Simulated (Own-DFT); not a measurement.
Simulation results for GaP (zincblende, strained, atoms displaced)

A calculation, not a measurement: plane-wave PBE density functional theory by an unreviewed code, no spin, of a simulated periodic cell, stress positive in tension, free energy of the whole cell less one offset for each atom, forces on such cells passed a denser k mesh, this cell's mesh not checked; offsets are fitted by least squares, one for each functional and potential file, so energies compare only between cells with the same atoms and settings and are not formation energies; the far tail of each file's local potential was reset to the Coulomb form; each entry is a single point on an unrelaxed cell, so the pressure reflects the starting lattice, mostly measured values (interpolated for alloys), from which strain is counted, and rises with the displacements; printed positions are rounded, which can move forces by about a meV/angstrom; the program, named Own-DFT, is a retired in-house code; no spin-orbit coupling. Program: Own-DFT development build.

Common to all runs: functional PBE; potential files PseudoDojo norm-conserving, scalar-relativistic, standard set; wave cutoff 42 hartree; occupations Fermi-Dirac; smearing width 0.1 eV; hardware one NVIDIA H100; k mesh 3 x 3 x 3 centred on Gamma.

```yaml
- entry: 1
  formula: GaP
  kind: "zincblende, strained, atoms displaced"
  structure:
    cell_angstrom:
      - [10.9368, 0.0389, 0.1008]
      - [0.0389, 11.0095, 0.1475]
      - [0.1008, 0.1475, 10.9409]
    atoms_fractional:
      - [Ga, 0.99406, 0.00609, 0.99884]
      - [Ga, 0.00299, 0.2509, 0.24789]
      - [Ga, 0.24581, 0.00563, 0.25632]
      - [Ga, 0.24628, 0.25626, 0.00161]
      - [P, 0.13728, 0.12578, 0.11843]
      - [P, 0.12729, 0.37778, 0.37705]
      - [P, 0.38178, 0.12091, 0.38226]
      - [P, 0.38021, 0.36392, 0.12329]
      - [Ga, 0.99372, 0.00382, 0.50016]
      - [Ga, 0.00597, 0.25002, 0.74806]
      - [Ga, 0.25437, 0.00324, 0.75669]
      - [Ga, 0.24654, 0.25252, 0.50064]
      - [P, 0.12458, 0.13108, 0.62825]
      - [P, 0.13613, 0.38189, 0.88311]
      - [P, 0.38074, 0.12412, 0.86818]
      - [P, 0.37509, 0.37946, 0.62102]
      - [Ga, 0.99271, 0.50187, 0.00154]
      - [Ga, 0.00492, 0.75141, 0.24383]
      - [Ga, 0.25262, 0.48961, 0.24443]
      - [Ga, 0.25489, 0.74737, 0.99757]
      - [P, 0.13125, 0.62558, 0.12363]
      - [P, 0.1313, 0.87623, 0.36876]
      - [P, 0.38116, 0.62251, 0.37891]
      - [P, 0.37406, 0.87161, 0.12609]
      - [Ga, 0.99423, 0.49954, 0.49779]
      - [Ga, 0.00046, 0.74666, 0.7493]
      - [Ga, 0.25622, 0.4945, 0.74974]
      - [Ga, 0.24938, 0.74523, 0.49924]
      - [P, 0.12596, 0.62977, 0.62218]
      - [P, 0.12855, 0.87561, 0.86767]
      - [P, 0.37415, 0.63072, 0.87379]
      - [P, 0.37853, 0.86898, 0.62432]
      - [Ga, 0.49547, 0.0053, 0.99966]
      - [Ga, 0.50624, 0.24857, 0.25428]
      - [Ga, 0.75618, 0.99946, 0.24694]
      - [Ga, 0.74886, 0.25606, 0.00361]
      - [P, 0.63214, 0.12388, 0.12444]
      - [P, 0.63183, 0.37356, 0.37944]
      - [P, 0.87597, 0.12258, 0.37238]
      - [P, 0.87131, 0.3715, 0.12641]
      - [Ga, 0.50132, 0.00509, 0.49769]
      - [Ga, 0.50509, 0.25435, 0.74574]
      - [Ga, 0.74913, 0.00524, 0.75264]
      - [Ga, 0.76114, 0.25311, 0.49522]
      - [P, 0.63209, 0.12241, 0.6331]
      - [P, 0.62647, 0.37434, 0.86725]
      - [P, 0.87616, 0.12691, 0.87888]
      - [P, 0.87854, 0.3683, 0.62654]
      - [Ga, 0.49834, 0.50408, 0.00307]
      - [Ga, 0.50122, 0.74821, 0.2612]
      - [Ga, 0.74381, 0.50528, 0.25395]
      - [Ga, 0.74806, 0.74942, 0.00989]
      - [P, 0.61997, 0.62951, 0.11684]
      - [P, 0.62987, 0.87809, 0.3766]
      - [P, 0.87679, 0.62671, 0.37032]
      - [P, 0.87237, 0.87424, 0.12442]
      - [Ga, 0.50011, 0.49751, 0.50203]
      - [Ga, 0.50325, 0.7526, 0.75262]
      - [Ga, 0.75343, 0.49707, 0.74309]
      - [Ga, 0.75677, 0.75582, 0.49855]
      - [P, 0.62685, 0.62568, 0.62023]
      - [P, 0.62974, 0.88074, 0.87007]
      - [P, 0.8699, 0.62596, 0.8825]
      - [P, 0.88025, 0.87463, 0.61752]
  results:
    "free_energy_of_cell_above_offsets [eV]": "-33.527"
    "pressure [GPa]": 1.87
    "stress_xx [GPa]": -2.01
    "stress_yy [GPa]": -1.63
    "stress_zz [GPa]": -1.98
    "stress_yz [GPa]": 3.03
    "stress_xz [GPa]": 1.25
    "stress_xy [GPa]": 0.19
    force_element: [Ga, Ga, Ga, Ga, P, P, P, P, Ga, Ga, Ga, Ga, P, P, P, P, Ga, Ga, Ga, Ga, P, P, P, P, Ga, Ga, Ga, Ga, P, P, P, P, Ga, Ga, Ga, Ga, P, P, P, P, Ga, Ga, Ga, Ga, P, P, P, P, Ga, Ga, Ga, Ga, P, P, P, P, Ga, Ga, Ga, Ga, P, P, P, P]
    "force_x [eV/angstrom]": [1.243, 0.483, 1.437, 1.601, -1.738, -0.636, -1.324, 0.079, 1.515, 0.071, 0.189, 0.703, 0.313, -1.821, -0.615, -0.076, 0.879, 0.249, 0.501, -0.398, -0.583, -1.242, -1.025, 0.08, 0.652, 0.005, -0.154, 0.708, -0.53, -0.827, 0.403, -0.476, 0.707, 0.331, -0.377, 0.059, -0.865, -0.884, 0.11, 0.08, 0.974, -0.18, 1.474, -0.488, -0.676, -0.262, -0.451, 0.057, -0.001, 0.32, 0.437, 0.205, -0.314, -0.292, -0.229, 0.642, 0.866, 0.524, -0.09, -0.245, 0.112, -0.57, 0.028, -0.669]
    "force_y [eV/angstrom]": [-0.836, -0.182, -0.057, -0.678, -0.349, -0.326, 1.212, 0.655, -0.047, 0.401, -0.254, -0.158, -1.19, -0.033, 1.053, -1.1, -0.03, 0.087, 0.826, 0.9, -0.589, -0.377, -0.638, 0.418, 0.347, 0.395, 1.307, 0.81, -1.505, -0.219, -1.05, 0.756, -0.631, -0.306, 0.045, -0.246, -0.014, 0.117, 0.349, 0.695, -1.102, -0.226, -0.576, -0.771, 1.013, 0.456, 0.689, 0.585, -0.468, 0.696, 0.11, 0.966, -0.693, 0.003, 0.096, -0.058, 0.451, -0.019, 0.594, -0.453, 0.016, -0.8, -0.039, -0.028]
    "force_z [eV/angstrom]": [0.108, -0.03, -0.765, -0.593, 0.785, -0.399, -0.954, 0.214, -0.251, 1.264, -1.153, 0.015, -0.473, -0.887, 0.593, 0.297, 0.329, 0.251, 0.224, 0.133, -0.075, 1.065, -0.442, 0.355, 0.32, 0.218, -0.099, -0.277, 0.432, 1.056, -0.268, -0.229, 0.267, 0.034, 0.345, -0.673, 0.063, -0.178, -0.414, 0.374, 1.409, -0.103, -0.016, 0.745, -1.823, 0.925, -0.658, -0.252, -0.872, -0.89, -0.736, -1.328, 1.733, -0.272, 0.009, -0.068, -0.2, -0.247, 0.329, -0.08, 0.302, 1.159, -1.048, 1.4]
    "wall_time [s]": 527.1
- entry: 2
  formula: GaP
  kind: "zincblende, strained, atoms displaced"
  structure:
    cell_angstrom:
      - [10.7133, 0.1477, 0.2009]
      - [0.1477, 10.8343, -0.0325]
      - [0.2009, -0.0325, 11.0312]
    atoms_fractional:
      - [Ga, 0.99532, 0.00691, 0.00245]
      - [Ga, 0.00081, 0.25598, 0.24924]
      - [Ga, 0.24657, 0.99701, 0.2559]
      - [Ga, 0.25054, 0.25586, 0.99312]
      - [P, 0.12782, 0.12228, 0.13308]
      - [P, 0.11779, 0.37089, 0.3749]
      - [P, 0.38284, 0.11917, 0.37263]
      - [P, 0.37195, 0.3768, 0.12077]
      - [Ga, 0.00336, 0.00634, 0.49933]
      - [Ga, 0.99982, 0.2524, 0.7463]
      - [Ga, 0.25726, 0.00028, 0.76545]
      - [Ga, 0.25065, 0.25968, 0.49823]
      - [P, 0.12401, 0.12514, 0.62488]
      - [P, 0.12696, 0.36353, 0.87567]
      - [P, 0.36978, 0.12484, 0.87745]
      - [P, 0.37659, 0.36834, 0.6177]
      - [Ga, 0.0008, 0.50039, 0.99223]
      - [Ga, 0.99282, 0.7515, 0.25135]
      - [Ga, 0.24859, 0.49335, 0.2443]
      - [Ga, 0.24544, 0.74946, 0.00489]
      - [P, 0.13314, 0.62546, 0.12653]
      - [P, 0.12477, 0.87042, 0.37777]
      - [P, 0.36581, 0.61858, 0.37556]
      - [P, 0.36879, 0.87724, 0.1185]
      - [Ga, 0.00143, 0.48958, 0.49934]
      - [Ga, 0.00057, 0.74509, 0.75286]
      - [Ga, 0.24399, 0.5008, 0.75098]
      - [Ga, 0.24116, 0.74158, 0.50078]
      - [P, 0.12637, 0.63099, 0.62323]
      - [P, 0.11737, 0.87033, 0.87612]
      - [P, 0.37496, 0.62286, 0.87051]
      - [P, 0.37697, 0.87473, 0.62275]
      - [Ga, 0.5008, 0.99724, 0.99851]
      - [Ga, 0.49876, 0.25255, 0.25099]
      - [Ga, 0.75193, 0.00774, 0.25431]
      - [Ga, 0.74241, 0.25038, 0.99238]
      - [P, 0.62896, 0.1183, 0.12899]
      - [P, 0.63216, 0.37015, 0.37346]
      - [P, 0.87123, 0.11468, 0.36967]
      - [P, 0.87984, 0.3776, 0.12147]
      - [Ga, 0.49588, 0.99659, 0.50263]
      - [Ga, 0.50729, 0.24397, 0.75443]
      - [Ga, 0.75903, 0.99866, 0.75102]
      - [Ga, 0.74588, 0.24973, 0.49989]
      - [P, 0.62367, 0.12653, 0.62367]
      - [P, 0.6282, 0.38105, 0.87076]
      - [P, 0.86813, 0.12198, 0.87648]
      - [P, 0.88097, 0.37908, 0.62534]
      - [Ga, 0.49692, 0.50034, 0.99649]
      - [Ga, 0.4921, 0.74582, 0.2545]
      - [Ga, 0.75387, 0.4959, 0.24761]
      - [Ga, 0.74935, 0.75157, 0.99713]
      - [P, 0.62476, 0.62912, 0.12632]
      - [P, 0.62178, 0.8817, 0.37182]
      - [P, 0.87394, 0.63332, 0.37197]
      - [P, 0.86989, 0.87668, 0.11987]
      - [Ga, 0.50384, 0.49661, 0.49376]
      - [Ga, 0.49835, 0.75641, 0.74815]
      - [Ga, 0.75674, 0.49851, 0.75765]
      - [Ga, 0.75684, 0.74457, 0.49568]
      - [P, 0.63161, 0.61748, 0.63094]
      - [P, 0.62738, 0.8755, 0.87575]
      - [P, 0.86975, 0.63266, 0.86867]
      - [P, 0.87494, 0.87134, 0.63065]
  results:
    "free_energy_of_cell_above_offsets [eV]": "-31.827"
    "pressure [GPa]": 4.55
    "stress_xx [GPa]": -5.52
    "stress_yy [GPa]": -4.62
    "stress_zz [GPa]": -3.51
    "stress_yz [GPa]": -0.67
    "stress_xz [GPa]": 3.2
    "stress_xy [GPa]": 2.23
    force_element: [Ga, Ga, Ga, Ga, P, P, P, P, Ga, Ga, Ga, Ga, P, P, P, P, Ga, Ga, Ga, Ga, P, P, P, P, Ga, Ga, Ga, Ga, P, P, P, P, Ga, Ga, Ga, Ga, P, P, P, P, Ga, Ga, Ga, Ga, P, P, P, P, Ga, Ga, Ga, Ga, P, P, P, P, Ga, Ga, Ga, Ga, P, P, P, P]
    "force_x [eV/angstrom]": [0.434, -0.69, 0.578, 0.01, -0.128, 1.249, -1.217, 0.852, -0.471, -0.291, -1.288, -0.068, 0.982, -0.882, 1.683, 0.373, 0.146, 0.853, -0.561, 0.521, -1.638, -0.35, 0.697, 0.464, -0.241, -0.033, 0.686, 1.207, -1.009, 0.601, -0.364, -1.089, -0.123, 0.265, -0.667, 0.132, -0.8, -0.456, 1.22, -0.324, 0.6, -0.929, -1.265, 0.911, 0.625, -0.703, 1.07, -1.04, 0.314, -0.021, -0.297, -0.438, -0.054, 0.367, 0.769, 0.311, -0.138, 0.587, -0.05, -1.698, -0.521, -0.196, 0.783, 0.747]
    "force_y [eV/angstrom]": [-0.211, -0.85, 0.103, -0.831, 0.487, -0.02, 0.628, -0.98, -0.653, -0.61, -0.752, -1.493, -0.2, 1.342, 0.167, 0.751, 0.73, 0.625, 0.579, 0.371, -0.534, -0.01, -0.403, -0.529, 2.37, 1.062, -0.301, 1.51, -2.11, 0.401, 0.353, -0.379, 0.531, -0.238, -1.493, 0.161, 1.032, 0.32, 1.898, -0.658, 0.69, 0.836, 0.343, -0.255, -1.163, -0.984, 0.677, -0.949, 0.78, 0.931, 0.992, 0.346, -0.921, -1.332, -2.622, -0.172, 0.481, -0.592, 0.522, 1.482, 0.442, -0.13, -1.342, -0.224]
    "force_z [eV/angstrom]": [0.286, -0.036, 0.025, 1.956, -1.143, -0.805, 0.175, -0.293, 0.536, 0.565, -1.519, -0.166, 0.008, -1.111, 0.203, 1.112, 0.461, -0.841, 1.022, -0.898, -0.016, -0.269, -0.258, 0.678, 0.104, -0.453, -0.406, -0.3, 0.604, 0.268, 0.109, 0.271, 0.609, -0.354, -0.769, 1.278, -1.025, -0.678, 1.093, -0.656, 0.077, -0.093, -0.081, 0.307, 0.031, 0.36, -0.59, 0.026, 0.496, -0.227, 0.175, 0.818, -0.326, 0.182, -0.383, 0.505, 0.837, 0.159, -0.89, 1.482, -0.914, -0.781, 0.833, -1.372]
    "wall_time [s]": 519.2
- entry: 3
  formula: GaP
  kind: "zincblende, strained, atoms displaced"
  structure:
    cell_angstrom:
      - [10.7012, -0.0471, -0.0384]
      - [-0.0471, 10.9179, -0.1329]
      - [-0.0384, -0.1329, 11.1067]
    atoms_fractional:
      - [Ga, 0.9996, 0.99989, 0.00174]
      - [Ga, 0.99846, 0.24891, 0.25039]
      - [Ga, 0.24462, 0.00063, 0.24495]
      - [Ga, 0.25288, 0.24786, 0.99432]
      - [P, 0.12751, 0.1229, 0.12883]
      - [P, 0.1233, 0.37873, 0.36903]
      - [P, 0.36549, 0.12767, 0.37917]
      - [P, 0.37614, 0.3745, 0.12881]
      - [Ga, 0.00681, 0.99784, 0.50587]
      - [Ga, 0.00317, 0.25847, 0.74567]
      - [Ga, 0.24894, 0.99625, 0.76051]
      - [Ga, 0.25091, 0.24812, 0.50006]
      - [P, 0.12482, 0.11687, 0.61785]
      - [P, 0.12661, 0.36624, 0.88039]
      - [P, 0.3695, 0.12237, 0.87553]
      - [P, 0.38283, 0.37599, 0.62257]
      - [Ga, 0.00726, 0.49405, 0.00234]
      - [Ga, 0.98911, 0.74844, 0.25131]
      - [Ga, 0.25378, 0.49439, 0.2482]
      - [Ga, 0.24967, 0.74551, 0.00597]
      - [P, 0.13019, 0.62708, 0.12854]
      - [P, 0.12604, 0.8731, 0.37433]
      - [P, 0.37846, 0.63051, 0.37145]
      - [P, 0.37703, 0.86899, 0.12594]
      - [Ga, 0.99599, 0.49974, 0.49307]
      - [Ga, 0.99771, 0.76448, 0.74691]
      - [Ga, 0.24962, 0.49907, 0.75509]
      - [Ga, 0.24751, 0.75195, 0.51004]
      - [P, 0.1183, 0.62232, 0.63513]
      - [P, 0.12641, 0.87374, 0.8793]
      - [P, 0.3721, 0.62352, 0.87186]
      - [P, 0.37581, 0.87927, 0.62249]
      - [Ga, 0.49802, 0.00093, 0.999]
      - [Ga, 0.49833, 0.24556, 0.24508]
      - [Ga, 0.75045, 0.99667, 0.2459]
      - [Ga, 0.74508, 0.24959, 0.0125]
      - [P, 0.62467, 0.12178, 0.13]
      - [P, 0.62523, 0.37348, 0.37777]
      - [P, 0.87268, 0.12437, 0.37276]
      - [P, 0.87602, 0.36734, 0.12923]
      - [Ga, 0.50202, 0.00209, 0.49142]
      - [Ga, 0.50455, 0.24787, 0.751]
      - [Ga, 0.75287, 0.99551, 0.74673]
      - [Ga, 0.75361, 0.24219, 0.5043]
      - [P, 0.63336, 0.1253, 0.62072]
      - [P, 0.62532, 0.37435, 0.86939]
      - [P, 0.87287, 0.11584, 0.87365]
      - [P, 0.8821, 0.37522, 0.62205]
      - [Ga, 0.50069, 0.50465, 0.99435]
      - [Ga, 0.50165, 0.74865, 0.25618]
      - [Ga, 0.75424, 0.49806, 0.24659]
      - [Ga, 0.75646, 0.74946, 0.00043]
      - [P, 0.62623, 0.6234, 0.12094]
      - [P, 0.62633, 0.86996, 0.37026]
      - [P, 0.88089, 0.62881, 0.37194]
      - [P, 0.87581, 0.87537, 0.12962]
      - [Ga, 0.502, 0.50256, 0.50041]
      - [Ga, 0.50804, 0.74312, 0.75273]
      - [Ga, 0.75342, 0.50107, 0.74807]
      - [Ga, 0.75317, 0.74266, 0.50346]
      - [P, 0.62236, 0.63209, 0.62217]
      - [P, 0.62112, 0.87264, 0.87096]
      - [P, 0.86706, 0.61957, 0.86754]
      - [P, 0.87824, 0.88099, 0.61312]
  results:
    "free_energy_of_cell_above_offsets [eV]": "-32.957"
    "pressure [GPa]": 3.16
    "stress_xx [GPa]": -4.46
    "stress_yy [GPa]": -3.24
    "stress_zz [GPa]": -1.77
    "stress_yz [GPa]": -2.26
    "stress_xz [GPa]": -0.71
    "stress_xy [GPa]": -1.35
    force_element: [Ga, Ga, Ga, Ga, P, P, P, P, Ga, Ga, Ga, Ga, P, P, P, P, Ga, Ga, Ga, Ga, P, P, P, P, Ga, Ga, Ga, Ga, P, P, P, P, Ga, Ga, Ga, Ga, P, P, P, P, Ga, Ga, Ga, Ga, P, P, P, P, Ga, Ga, Ga, Ga, P, P, P, P, Ga, Ga, Ga, Ga, P, P, P, P]
    "force_x [eV/angstrom]": [0.004, 0.13, 0.63, -0.133, -0.386, 0.424, 1.247, 0.472, -0.734, -0.173, -0.272, -0.726, 1.08, 0.24, 1.385, -0.763, -0.818, 1.606, -0.169, 0.117, -0.83, -0.15, -0.826, 0.216, 0.648, -0.416, -0.304, -0.216, 0.334, -0.095, 0.468, 0.673, -0.13, -0.327, -0.32, 0.021, -0.195, 0.46, 0.708, 0.495, -0.215, -0.502, -0.569, 0.089, -0.982, 0.537, 0.31, -0.738, -0.267, -0.045, -0.671, -0.75, 0.297, 0.792, -1.197, 0.275, -0.28, -1.619, -1.094, -0.135, 0.91, 1.036, 2.037, -0.595]
    "force_y [eV/angstrom]": [-0.003, -0.499, -0.746, -0.071, 0.735, -0.448, -0.64, -0.183, -0.112, -1.614, -0.219, 0.871, 1.651, 0.841, 0.424, -0.115, 0.503, 0.636, 0.87, 0.218, -0.543, -0.165, -0.846, 0.758, 0.226, -1.016, -0.754, -0.59, 0.144, -0.195, 0.527, -0.055, -0.444, 0.296, 0.096, -0.373, -0.242, -0.098, -0.449, 0.919, -0.079, -0.449, -0.155, 1.06, -0.741, 0.12, 1.415, 0.281, -0.679, -0.294, 0.018, -0.087, 0.343, 0.631, -0.985, -0.086, 0.042, 0.689, -0.808, 0.741, -1.274, 0.512, 1.266, -0.774]
    "force_z [eV/angstrom]": [0.021, 0.236, 0.72, 1.39, -0.883, 0.756, -1.304, -1.311, -2.34, 0.083, -1.497, 0.362, 2.015, -0.577, -0.12, 0.583, -0.006, -0.368, 0.421, -0.744, 0.189, 0.004, 1.062, 0.157, 0.435, 0.183, -0.697, -0.655, -0.788, 0.459, 0.566, 0.92, 0.062, 1.169, 0.75, -1.578, -0.516, -0.223, 0.305, -0.479, 0.321, -0.573, -0.18, -0.832, 0.82, 0.988, 0.446, -0.113, 0.146, -1.313, 0.413, -0.324, 0.548, 0.838, 0.578, -0.885, -0.737, -0.38, -1.173, -0.825, 0.252, 0.788, 1.329, 1.108]
    "wall_time [s]": 531.6
- entry: 4
  formula: GaP
  kind: "zincblende, strained, atoms displaced"
  structure:
    cell_angstrom:
      - [10.7159, -0.1919, 0.21]
      - [-0.1919, 10.7411, -0.0268]
      - [0.21, -0.0268, 10.811]
    atoms_fractional:
      - [Ga, 0.99667, 0.01327, 0.00377]
      - [Ga, 0.99695, 0.25483, 0.24972]
      - [Ga, 0.24118, 0.00161, 0.2561]
      - [Ga, 0.24913, 0.24566, 0.99933]
      - [P, 0.12478, 0.12208, 0.12072]
      - [P, 0.13038, 0.37776, 0.37642]
      - [P, 0.38406, 0.12725, 0.38064]
      - [P, 0.37856, 0.37726, 0.13078]
      - [Ga, 0.00065, 0.99759, 0.50348]
      - [Ga, 0.00171, 0.2438, 0.74844]
      - [Ga, 0.25478, 0.9942, 0.75228]
      - [Ga, 0.24547, 0.25515, 0.49517]
      - [P, 0.12447, 0.12774, 0.62216]
      - [P, 0.11925, 0.37074, 0.87557]
      - [P, 0.37634, 0.12704, 0.87137]
      - [P, 0.36801, 0.37536, 0.62503]
      - [Ga, 0.99934, 0.5056, 0.99084]
      - [Ga, 0.99799, 0.74514, 0.24896]
      - [Ga, 0.2492, 0.50716, 0.25392]
      - [Ga, 0.24131, 0.75181, 0.00267]
      - [P, 0.12604, 0.62423, 0.121]
      - [P, 0.12812, 0.87183, 0.38238]
      - [P, 0.3777, 0.61719, 0.37375]
      - [P, 0.36995, 0.87422, 0.13138]
      - [Ga, 0.99987, 0.49261, 0.49921]
      - [Ga, 0.99117, 0.74122, 0.74866]
      - [Ga, 0.24481, 0.49541, 0.75073]
      - [Ga, 0.25858, 0.75119, 0.49947]
      - [P, 0.12439, 0.6231, 0.62132]
      - [P, 0.12123, 0.87514, 0.87437]
      - [P, 0.3807, 0.62332, 0.86725]
      - [P, 0.36731, 0.87593, 0.63031]
      - [Ga, 0.49869, 0.0041, 0.00076]
      - [Ga, 0.4936, 0.24685, 0.24699]
      - [Ga, 0.74471, 0.00186, 0.2526]
      - [Ga, 0.74376, 0.25042, 0.00598]
      - [P, 0.63278, 0.12035, 0.1198]
      - [P, 0.62982, 0.38491, 0.37522]
      - [P, 0.87863, 0.12723, 0.37423]
      - [P, 0.87251, 0.37616, 0.13025]
      - [Ga, 0.50013, 0.00373, 0.50945]
      - [Ga, 0.49721, 0.24807, 0.74333]
      - [Ga, 0.7452, 0.99997, 0.75884]
      - [Ga, 0.74601, 0.24288, 0.49556]
      - [P, 0.61837, 0.12994, 0.62246]
      - [P, 0.62273, 0.37774, 0.86835]
      - [P, 0.8745, 0.12967, 0.87495]
      - [P, 0.88209, 0.3807, 0.6269]
      - [Ga, 0.49925, 0.50234, 0.99581]
      - [Ga, 0.50126, 0.75871, 0.24701]
      - [Ga, 0.74916, 0.49869, 0.24868]
      - [Ga, 0.74725, 0.74853, 0.0035]
      - [P, 0.63129, 0.63098, 0.13341]
      - [P, 0.62174, 0.88194, 0.37048]
      - [P, 0.8746, 0.62486, 0.37268]
      - [P, 0.87858, 0.87522, 0.13059]
      - [Ga, 0.50497, 0.50684, 0.49763]
      - [Ga, 0.50049, 0.74933, 0.74739]
      - [Ga, 0.75816, 0.49595, 0.74899]
      - [Ga, 0.74444, 0.75238, 0.50723]
      - [P, 0.6243, 0.62722, 0.63053]
      - [P, 0.62537, 0.8718, 0.86547]
      - [P, 0.88065, 0.6284, 0.87152]
      - [P, 0.87665, 0.87102, 0.62425]
  results:
    "free_energy_of_cell_above_offsets [eV]": "-30.324"
    "pressure [GPa]": 7.65
    "stress_xx [GPa]": -7.91
    "stress_yy [GPa]": -7.72
    "stress_zz [GPa]": -7.32
    "stress_yz [GPa]": 0.92
    "stress_xz [GPa]": 4.55
    "stress_xy [GPa]": -4.17
    force_element: [Ga, Ga, Ga, Ga, P, P, P, P, Ga, Ga, Ga, Ga, P, P, P, P, Ga, Ga, Ga, Ga, P, P, P, P, Ga, Ga, Ga, Ga, P, P, P, P, Ga, Ga, Ga, Ga, P, P, P, P, Ga, Ga, Ga, Ga, P, P, P, P, Ga, Ga, Ga, Ga, P, P, P, P, Ga, Ga, Ga, Ga, P, P, P, P]
    "force_x [eV/angstrom]": [-0.436, 0.916, 0.943, 0.467, 0.168, -0.899, -1.574, -0.794, 0.039, -0.16, -1.269, 0.842, 0.588, 0.48, -0.069, 0.914, -0.148, 0.692, -0.105, 1.368, -0.564, -0.623, 0.583, -0.01, 0.393, 2.091, 0.081, -0.5, 0.172, -0.666, -1.472, 1.706, -0.167, 1.554, 1.394, 0.944, -1.552, -0.966, -0.284, 0.439, -0.491, -0.331, 1.162, 0.691, 1.333, 0.141, -0.684, -0.999, 0.417, -0.501, 0.603, 0.869, -1.14, -0.359, -0.412, -0.462, -0.459, -0.42, -0.485, 0.396, 0.334, -0.887, -2.151, -0.683]
    "force_y [eV/angstrom]": [-1.421, 0.231, 0.53, 1.238, 0.627, -0.55, -0.697, -0.253, 0.478, 1.024, 1.362, -0.312, -1.006, -0.35, -0.623, -0.046, -0.561, 0.825, -0.313, 0.579, -0.896, -0.563, 1.573, 0.358, 1.656, 1.928, 0.782, -0.482, -0.105, -0.16, -0.142, -0.839, -0.687, 0.756, 0.495, 1.459, -0.34, -2.084, -1.021, 0.028, -0.719, 1.4, 1.024, 1.694, -0.916, -0.84, -0.419, -2.35, 0.492, -0.544, 1.164, 0.972, -1.172, -0.877, -0.536, 0.153, -0.525, 0.766, 0.97, 0.262, -1.01, -0.583, -1.336, 0.456]
    "force_z [eV/angstrom]": [-1.04, -0.402, -0.204, -0.166, 1.735, -0.604, 0.162, -0.668, -0.535, -0.498, 0.242, 0.055, 0.412, 0.512, 0.705, -0.31, 0.761, -0.06, -1.196, -1.307, 0.97, -0.272, 0.347, -0.594, -0.955, -1.581, -0.274, -0.297, 0.388, 0.409, 1.399, -0.59, -0.518, -0.207, -0.695, -1.549, 1.404, 0.444, 0.42, -1.083, -1.024, 0.043, -1.801, -0.082, 1.11, 0.838, 0.636, 0.12, 0.363, 0.223, -0.219, -0.878, -0.512, 1.993, 1.18, -0.361, 0.62, -0.506, 0.007, -1.531, -0.088, 2.345, 1.828, 0.93]
    "wall_time [s]": 508.6
```
